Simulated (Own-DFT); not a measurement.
## Calculated data, AlN (wurtzite, atoms displaced)

All values are calculated (Own-DFT development build). A calculation, not a measurement: plane-wave PBE density functional theory by an unreviewed code, no spin, of a simulated periodic cell, stress positive in tension, free energy of the whole cell less one offset for each atom, forces on such cells passed a denser k mesh, this cell's mesh not checked; offsets are fitted by least squares, one for each functional and potential file, so energies compare only between cells with the same atoms and settings and are not formation energies; the far tail of each file's local potential was reset to the Coulomb form; each entry is a single point on an unrelaxed cell, so the pressure reflects the starting lattice, mostly measured values (interpolated for alloys), from which strain is counted, and rises with the displacements; printed positions are rounded, which can move forces by about a meV/angstrom; the program, named Own-DFT, is a retired in-house code; no spin-orbit coupling.

Common to all runs: functional PBE; potential files PseudoDojo norm-conserving, scalar-relativistic, standard set; wave cutoff 42 hartree; occupations Fermi-Dirac; smearing width 0.1 eV; hardware one NVIDIA H100; k mesh 2 x 2 x 2 centred on Gamma.

(1) AlN (wurtzite, atoms displaced)

```
CELL_PARAMETERS angstrom
12.44800 0.00000 0.00000
-6.22400 10.78030 0.00000
0.00000 0.00000 9.96400
ATOMIC_POSITIONS crystal
Al 0.08413 0.16893 0.00199
Al 0.16252 0.07992 0.24791
N 0.08367 0.16953 0.18915
N 0.16558 0.08031 0.43894
Al 0.08205 0.16546 0.50087
Al 0.16576 0.08430 0.74891
N 0.08329 0.16449 0.69353
N 0.16660 0.08445 0.94317
Al 0.08486 0.41990 0.00016
Al 0.16430 0.33466 0.25136
N 0.08205 0.41618 0.18954
N 0.16743 0.33611 0.44226
Al 0.08233 0.41651 0.49991
Al 0.16721 0.33397 0.75399
N 0.08318 0.41609 0.68992
N 0.16284 0.33045 0.94016
Al 0.08163 0.66513 0.99996
Al 0.16794 0.58491 0.24853
N 0.08620 0.66915 0.19190
N 0.16715 0.58336 0.44397
Al 0.08586 0.66852 0.50045
Al 0.16823 0.58205 0.75059
N 0.08193 0.66793 0.69004
N 0.16780 0.58258 0.94399
Al 0.08409 0.91840 0.00173
Al 0.16817 0.83103 0.24816
N 0.08208 0.92022 0.19116
N 0.16708 0.83466 0.43830
Al 0.08304 0.91605 0.50469
Al 0.16197 0.83176 0.74929
N 0.08211 0.91483 0.69042
N 0.16615 0.83236 0.93940
Al 0.33401 0.16874 0.99974
Al 0.41924 0.08587 0.24966
N 0.33274 0.16623 0.19053
N 0.41842 0.08313 0.44162
Al 0.33230 0.16633 0.49594
Al 0.41739 0.08284 0.75229
N 0.33344 0.16414 0.68974
N 0.41749 0.08355 0.94573
Al 0.33416 0.41646 0.00172
Al 0.41795 0.33392 0.25066
N 0.33297 0.41642 0.19193
N 0.41672 0.33687 0.44406
Al 0.33222 0.41536 0.50028
Al 0.41655 0.33426 0.75256
N 0.33407 0.41848 0.69080
N 0.41407 0.33232 0.94348
Al 0.33431 0.66487 0.00099
Al 0.42046 0.58520 0.24791
N 0.33201 0.66592 0.19018
N 0.41767 0.58387 0.44118
Al 0.33212 0.66445 0.49549
Al 0.41602 0.58376 0.75195
N 0.33323 0.66838 0.68908
N 0.41655 0.58407 0.93960
Al 0.33267 0.91475 0.99897
Al 0.41618 0.83224 0.24683
N 0.33348 0.91702 0.19344
N 0.41535 0.83408 0.44282
Al 0.33561 0.91548 0.49887
Al 0.41670 0.83199 0.74531
N 0.33477 0.91895 0.69400
N 0.41731 0.83574 0.94018
Al 0.58363 0.16854 0.00028
Al 0.66471 0.08389 0.24992
N 0.58265 0.16542 0.19157
N 0.66394 0.07910 0.44194
Al 0.58287 0.16920 0.49841
Al 0.66517 0.08408 0.74758
N 0.58268 0.16668 0.68873
N 0.66447 0.08108 0.93653
Al 0.58181 0.41806 0.99939
Al 0.66635 0.33131 0.25409
N 0.58229 0.41470 0.19052
N 0.66063 0.33054 0.44003
Al 0.58405 0.41514 0.49695
Al 0.66907 0.33454 0.74989
N 0.58331 0.41685 0.69096
N 0.66495 0.33497 0.93965
Al 0.58744 0.66983 0.00102
Al 0.66620 0.58015 0.24895
N 0.58481 0.66802 0.19032
N 0.66707 0.58584 0.44074
Al 0.58195 0.66759 0.50155
Al 0.66644 0.58437 0.74759
N 0.58297 0.66427 0.68986
N 0.66455 0.57992 0.94107
Al 0.58165 0.91720 0.99821
Al 0.66587 0.83344 0.24922
N 0.58481 0.91789 0.19047
N 0.66679 0.83297 0.44600
Al 0.58619 0.91659 0.50074
Al 0.66513 0.83203 0.74963
N 0.58467 0.91824 0.69128
N 0.67216 0.83461 0.94284
Al 0.83404 0.16283 0.99693
Al 0.91882 0.08390 0.24790
N 0.83451 0.16891 0.19162
N 0.91715 0.08330 0.43851
Al 0.83208 0.16643 0.49822
Al 0.91868 0.08261 0.75157
N 0.83521 0.16699 0.68961
N 0.91402 0.08184 0.94141
Al 0.82798 0.41752 0.00037
Al 0.91415 0.33361 0.25190
N 0.83549 0.41667 0.19330
N 0.91903 0.33584 0.43999
Al 0.83284 0.41571 0.50135
Al 0.91680 0.33829 0.74989
N 0.83311 0.41692 0.69095
N 0.91554 0.33276 0.94031
Al 0.83381 0.66800 0.00144
Al 0.92236 0.58612 0.25294
N 0.83378 0.66820 0.18933
N 0.91621 0.57998 0.44084
Al 0.83763 0.66928 0.50190
Al 0.91692 0.58399 0.75247
N 0.83489 0.66472 0.69106
N 0.91759 0.58188 0.94316
Al 0.83063 0.91348 0.00344
Al 0.91837 0.83511 0.25491
N 0.83262 0.91539 0.18992
N 0.91714 0.83273 0.44103
Al 0.83344 0.91659 0.49955
Al 0.91671 0.83544 0.74987
N 0.83288 0.91703 0.68979
N 0.91505 0.83039 0.94284
```

* free energy of cell above offsets: -62.282 eV
* pressure: 3.78 GPa
* stress xx: -3.63 GPa
* stress yy: -4.03 GPa
* stress zz: -3.67 GPa
* stress yz: 0.12 GPa
* stress xz: 0.02 GPa
* stress xy: 0.15 GPa
* wall time: 361.1 s

Force:
```
element  x (eV/Å)  y (eV/Å)  z (eV/Å)
     Al     -0.28    -0.694    -0.389
     Al     0.458     1.302     0.297
      N     0.268    -0.267     0.486
      N    -0.434     0.446     0.297
     Al     0.247     0.272    -0.127
     Al     0.892    -0.328     0.459
      N     -0.23      0.64     -0.52
      N    -0.016    -0.061    -0.449
     Al    -0.472    -1.189     0.034
     Al     0.499     0.036    -0.055
      N    -0.136     0.489     0.395
      N    -0.057    -0.773    -0.103
     Al     0.273       0.2     0.207
     Al    -0.098    -0.209    -0.815
      N     0.013     0.205     0.286
      N      0.53     1.029     0.451
     Al     0.441     0.353     0.011
     Al    -0.068    -0.686     0.481
      N    -0.055    -0.542    -0.404
      N    -0.279    -0.066     -0.84
     Al    -0.279    -0.189    -0.067
     Al    -0.548     0.383    -0.144
      N     0.554     -0.56     0.318
      N    -0.191     0.533     -0.59
     Al    -0.111    -0.344     -0.25
     Al    -0.752     1.277     0.354
      N     0.745    -1.358    -0.166
      N     0.073    -0.249     0.473
     Al     0.277     0.062    -1.033
     Al     1.176     0.432      0.18
      N    -0.397     0.532     0.434
      N    -0.304    -0.006     0.443
     Al      0.06    -0.731      0.31
     Al     -0.64     -0.66     0.155
      N    -0.086     0.172     0.343
      N    -0.484      0.12    -0.414
     Al     0.319    -0.035     0.512
     Al    -0.158     0.194     -0.03
      N    -0.457     0.557     0.189
      N    -0.274     0.083    -0.525
     Al    -0.703    -0.002     -0.07
     Al    -0.565    -0.348     0.145
      N    -0.016     0.228    -0.043
      N     0.465    -0.821    -0.723
     Al    -0.136     0.677     0.156
     Al     0.179    -0.375    -0.645
      N    -0.158    -0.345     0.368
      N     0.312     0.437    -0.413
     Al    -0.376     0.753    -0.306
     Al    -0.532    -0.475     0.463
      N       0.6     0.101     0.135
      N     -0.15    -0.148      -0.4
     Al     0.216     0.536     0.598
     Al     0.053     0.067    -0.622
      N     0.347    -0.609     0.012
      N     0.552    -0.079     0.543
     Al    -0.235     0.418     0.235
     Al     0.044      0.44      0.64
      N     0.196     0.012    -0.628
      N     1.108    -0.576    -0.663
     Al    -0.922       0.6     0.508
     Al    -0.318     0.639     0.579
      N    -0.331    -0.766    -0.528
      N      0.29    -1.034    -0.112
     Al     0.377     -0.33    -0.144
     Al     0.873    -0.165     0.118
      N     0.161     0.611    -0.192
      N    -0.093     1.164    -0.322
     Al     0.322    -1.218     0.495
     Al     0.619     0.171    -0.056
      N     0.087     0.439     0.259
      N     0.034     0.629     0.647
     Al     0.132    -0.579      0.12
     Al     0.068     0.423    -1.001
      N     0.305     0.037     0.077
      N     1.402     0.601     0.174
     Al    -0.977      0.99     0.874
     Al    -0.796    -0.334    -0.132
      N     0.161     -0.09    -0.102
      N    -0.028    -0.266     0.191
     Al    -0.299    -0.589    -0.318
     Al     0.078      0.74     0.335
      N      0.16    -0.201    -0.009
      N     0.491    -0.368     0.037
     Al     0.474    -0.402    -0.266
     Al     0.485    -0.494     0.242
      N    -0.522     0.585     0.468
      N     0.092     0.987    -0.174
     Al      0.59    -0.028     0.038
     Al       0.3     0.202     0.519
      N    -0.311    -0.303    -0.125
      N     0.103     0.019    -1.014
     Al    -0.874    -0.279     0.129
     Al     0.289     0.272     0.084
      N     0.028    -0.544    -0.041
      N    -1.588    -0.437    -0.603
     Al    -1.166     0.953     0.392
     Al    -0.667    -0.026     0.032
      N    -0.196    -0.632    -0.169
      N    -0.051    -0.064     0.172
     Al     0.305    -0.031       0.2
     Al    -0.845     0.133    -0.118
      N    -0.279     0.231     0.075
      N     1.133    -0.428     0.062
     Al     1.355    -0.526     0.371
     Al     0.862    -0.088     -0.56
      N    -1.091     0.373    -0.192
      N    -0.635    -0.611      0.33
     Al    -0.166    -0.031    -0.293
     Al     0.777    -1.237     0.257
      N    -0.184     0.383     -0.17
      N    -0.267      0.31     0.142
     Al     0.071    -0.601    -0.173
     Al    -1.024     -0.48     -0.49
      N     0.464    -0.253      0.68
      N     0.014     0.731     0.277
     Al     -0.53    -0.874    -0.361
     Al     0.176    -0.151    -0.146
      N    -0.581     0.646     0.198
      N    -0.606     0.265    -0.227
     Al     1.013     0.793    -0.372
     Al    -0.296    -0.413    -0.934
      N     0.058     0.221     0.786
      N     0.019     0.322     0.524
     Al     0.043      0.15     0.054
     Al    -0.033    -0.641     0.325
      N     0.148    -0.174     0.117
      N     0.091     0.806    -0.518
```

(2) AlN (wurtzite, atoms displaced)

```
CELL_PARAMETERS angstrom
12.44800 0.00000 0.00000
-6.22400 10.78030 0.00000
0.00000 0.00000 9.96400
ATOMIC_POSITIONS crystal
Al 0.08510 0.16905 0.00120
Al 0.16577 0.08204 0.24930
N 0.08238 0.16487 0.18937
N 0.16843 0.08604 0.44075
Al 0.08268 0.16744 0.49865
Al 0.16762 0.08466 0.74982
N 0.08635 0.16808 0.69165
N 0.16875 0.08359 0.94154
Al 0.07909 0.41267 0.00025
Al 0.16453 0.33135 0.25280
N 0.08470 0.42122 0.19524
N 0.16179 0.33103 0.44255
Al 0.08336 0.41435 0.50032
Al 0.16794 0.33579 0.74959
N 0.08189 0.41827 0.68927
N 0.16503 0.33276 0.93985
Al 0.08175 0.66463 0.00267
Al 0.16654 0.58511 0.25370
N 0.08588 0.66990 0.19183
N 0.16165 0.58098 0.43833
Al 0.08223 0.66680 0.49975
Al 0.16626 0.58353 0.74659
N 0.08263 0.66443 0.68820
N 0.16829 0.58479 0.94286
Al 0.08034 0.91466 0.00272
Al 0.16669 0.83289 0.24740
N 0.08152 0.91792 0.18735
N 0.16597 0.83317 0.44244
Al 0.08393 0.91879 0.49941
Al 0.17000 0.83323 0.75077
N 0.08290 0.91616 0.69424
N 0.16633 0.83094 0.93808
Al 0.33536 0.16819 0.00261
Al 0.41579 0.08085 0.25136
N 0.33341 0.17040 0.19120
N 0.41807 0.08458 0.44429
Al 0.33386 0.16634 0.50000
Al 0.41905 0.08273 0.75346
N 0.33424 0.16576 0.68843
N 0.41941 0.08402 0.94092
Al 0.33531 0.41885 0.99822
Al 0.41505 0.33295 0.24722
N 0.33268 0.41702 0.18803
N 0.41753 0.33340 0.44145
Al 0.33117 0.41556 0.49872
Al 0.41888 0.33728 0.74734
N 0.33467 0.41761 0.68884
N 0.41925 0.33488 0.93932
Al 0.33220 0.66189 0.00056
Al 0.41573 0.58392 0.24855
N 0.33451 0.66834 0.18871
N 0.41496 0.58408 0.44113
Al 0.33097 0.66393 0.49947
Al 0.41819 0.58448 0.74943
N 0.33348 0.66677 0.69364
N 0.41809 0.58655 0.94019
Al 0.33293 0.91838 0.00186
Al 0.41783 0.83777 0.24905
N 0.33375 0.91507 0.19214
N 0.41517 0.83300 0.44024
Al 0.33307 0.91289 0.50071
Al 0.41371 0.83180 0.74808
N 0.33267 0.91449 0.68977
N 0.41800 0.83252 0.94387
Al 0.58416 0.16937 0.00083
Al 0.66691 0.08122 0.25355
N 0.58385 0.16712 0.19259
N 0.66719 0.08401 0.44244
Al 0.58338 0.17025 0.50025
Al 0.66607 0.08177 0.75343
N 0.57945 0.16580 0.69113
N 0.66511 0.08035 0.94379
Al 0.58049 0.41611 0.99886
Al 0.66677 0.33411 0.25017
N 0.58385 0.41520 0.19011
N 0.66657 0.33170 0.44323
Al 0.58306 0.41534 0.50187
Al 0.66797 0.33177 0.75007
N 0.58264 0.41693 0.68991
N 0.66545 0.33058 0.93880
Al 0.58062 0.66496 0.99935
Al 0.66946 0.58372 0.24981
N 0.58249 0.66545 0.19049
N 0.66808 0.58244 0.43947
Al 0.58393 0.66724 0.50105
Al 0.66778 0.58456 0.74960
N 0.58550 0.66780 0.69417
N 0.66959 0.58694 0.94222
Al 0.58309 0.91804 0.99960
Al 0.66935 0.83543 0.24947
N 0.58699 0.92047 0.19338
N 0.66545 0.83292 0.44418
Al 0.58529 0.91600 0.49754
Al 0.66491 0.83209 0.75077
N 0.58267 0.91435 0.68971
N 0.66339 0.83279 0.94047
Al 0.83658 0.16835 0.00156
Al 0.91499 0.08311 0.24992
N 0.83123 0.16676 0.19303
N 0.91593 0.08113 0.44013
Al 0.83194 0.16397 0.49999
Al 0.91633 0.08421 0.74901
N 0.83347 0.16974 0.68603
N 0.91588 0.08165 0.94269
Al 0.83378 0.41799 0.00093
Al 0.91242 0.32833 0.24977
N 0.83746 0.41967 0.19013
N 0.91579 0.33439 0.44203
Al 0.83182 0.41452 0.49792
Al 0.91769 0.33186 0.75066
N 0.83471 0.41701 0.69144
N 0.91911 0.33466 0.94236
Al 0.83409 0.67024 0.00042
Al 0.91442 0.58298 0.24799
N 0.83341 0.66808 0.19168
N 0.91912 0.58495 0.44034
Al 0.83162 0.66456 0.50070
Al 0.91719 0.58649 0.74998
N 0.83224 0.66276 0.68828
N 0.91895 0.58440 0.94646
Al 0.83168 0.91482 0.99667
Al 0.91650 0.83372 0.25360
N 0.83486 0.91774 0.18814
N 0.91719 0.83332 0.44111
Al 0.83102 0.91566 0.50421
Al 0.92023 0.83568 0.74857
N 0.83425 0.91761 0.69447
N 0.91533 0.83490 0.93954
```

- free energy of cell above offsets: -62.281 eV
- pressure: 3.77 GPa
- stress xx: -3.76 GPa
- stress yy: -3.78 GPa
- stress zz: -3.77 GPa
- stress yz: -0.17 GPa
- stress xz: -0.08 GPa
- stress xy: -0.16 GPa
- wall time: 366.2 s

Force:
```
element  x (eV/Å)  y (eV/Å)  z (eV/Å)
     Al     0.173    -0.762    -0.463
     Al    -0.027     0.382      0.01
      N    -0.276     0.407     0.563
      N    -0.243    -0.377    -0.231
     Al     0.209     -0.59     0.499
     Al     0.465    -0.147     0.256
      N    -0.752     0.015     -0.29
      N    -0.223     0.044     0.155
     Al     0.948     1.537     0.651
     Al    -0.138     0.483    -0.704
      N     0.014    -1.374    -0.582
      N     0.987     0.292    -0.295
     Al    -1.237      0.53    -0.216
     Al    -0.133      -0.2    -0.079
      N     0.781    -0.396     0.236
      N     0.384     0.407     0.054
     Al     0.854     0.479    -0.166
     Al     0.214     0.167    -0.921
      N    -0.486    -0.558    -0.008
      N     0.889     0.299     1.062
     Al     0.068    -0.057    -0.138
     Al    -0.059     0.001     0.949
      N    -0.167     0.636     0.433
      N    -0.367    -0.891    -0.586
     Al     0.461     0.411    -1.235
     Al    -0.347      0.29     0.665
      N     0.563    -0.414     1.023
      N     0.021     0.312    -0.492
     Al     0.249    -0.205     0.442
     Al    -0.769    -0.331    -0.325
      N     0.559     0.288    -0.719
      N    -0.315     0.421     0.897
     Al    -0.175    -0.216    -0.655
     Al    -0.113     0.776     0.238
      N     0.485     -1.15     0.066
      N    -0.136    -0.657    -0.693
     Al     0.071     0.118     0.076
     Al     -0.96     -0.16    -0.719
      N    -0.058     0.312     0.698
      N    -0.547    -0.011     0.543
     Al    -0.385    -0.308    -0.053
     Al     0.318     0.638     0.665
      N    -0.136    -0.137      0.45
      N    -0.403     0.113    -0.359
     Al     0.353     0.091    -0.097
     Al     0.063    -1.151     0.074
      N    -0.384     0.233     0.237
      N    -0.736    -0.159    -0.081
     Al    -0.659     1.223    -0.007
     Al      0.05     0.113     0.154
      N    -0.134     0.017     0.716
      N     0.496    -0.369    -0.038
     Al    -0.437     0.465      0.04
     Al    -0.161     0.006     0.004
      N     0.025     -0.36     -0.79
      N     0.272    -1.099    -0.311
     Al     0.518    -0.715    -0.487
     Al     0.886    -1.095     0.057
      N    -0.799      0.75    -0.264
      N     0.627    -0.291    -0.025
     Al    -0.534     0.865     -0.09
     Al     0.734      0.27     0.835
      N     0.093     0.489      0.25
      N    -0.688     0.052    -0.418
     Al     0.492    -0.747     0.296
     Al    -0.607     0.772    -0.195
      N     0.023    -0.155    -0.024
      N    -0.233    -0.185     0.015
     Al     0.429     -1.13     0.304
     Al    -0.252     0.081    -0.615
      N     1.229     0.101     0.073
      N     0.256     1.287    -0.331
     Al     1.126      0.53     0.067
     Al     0.356    -0.169     0.048
      N    -0.313     0.331    -0.041
      N    -0.307     0.719    -0.598
     Al    -0.069     0.236    -0.392
     Al     -0.32      0.31    -0.277
      N     0.552     0.241     0.356
      N     0.012     0.958     0.411
     Al     0.502     0.707     0.247
     Al    -0.766     -0.24    -0.177
      N     0.203     0.279     0.228
      N    -0.576     0.004     0.301
     Al    -0.035     -0.51    -0.109
     Al     0.178    -0.334     0.302
      N      -0.2    -0.329    -0.694
      N    -0.292    -0.739    -0.293
     Al     0.069    -0.621     0.431
     Al    -0.178    -0.529     -0.04
      N    -0.204      -0.8    -0.216
      N     0.645    -0.141    -0.675
     Al    -1.083      0.25     0.532
     Al     0.109     0.423     0.216
      N    -0.224      0.36     0.011
      N     0.482    -0.059     0.183
     Al    -0.611    -0.616    -0.074
     Al      0.35     -0.14    -0.205
      N     0.504    -0.369    -0.395
      N    -0.149     0.088     0.192
     Al    -0.062     0.763     -0.42
     Al      0.22     0.307     0.294
      N     0.257    -0.877     1.165
      N     0.039      0.59    -0.401
     Al    -0.093    -0.235    -0.272
     Al     0.486     1.552      0.56
      N     -0.74    -0.867     0.149
      N     0.407    -0.835    -0.326
     Al      0.34     0.801     0.576
     Al     -0.56     0.623    -0.237
      N     -0.15     0.002     0.126
      N    -0.855    -0.649    -0.299
     Al     0.319    -0.336      0.11
     Al     0.802     0.592     0.458
      N     0.166     0.156    -0.177
      N    -0.802    -0.583    -0.221
     Al     0.621     0.236    -0.418
     Al     0.673    -0.879     0.293
      N    -0.373     1.116     0.526
      N    -0.888     0.021    -0.883
     Al     -0.43     0.195     0.307
     Al     -0.12     0.106    -0.522
      N    -0.139    -0.222     0.352
      N    -0.411     0.051     0.507
     Al     0.537     0.021    -0.309
     Al    -0.505    -0.716     0.191
      N    -0.187     -0.21    -0.342
      N     0.502    -0.339    -0.111
```
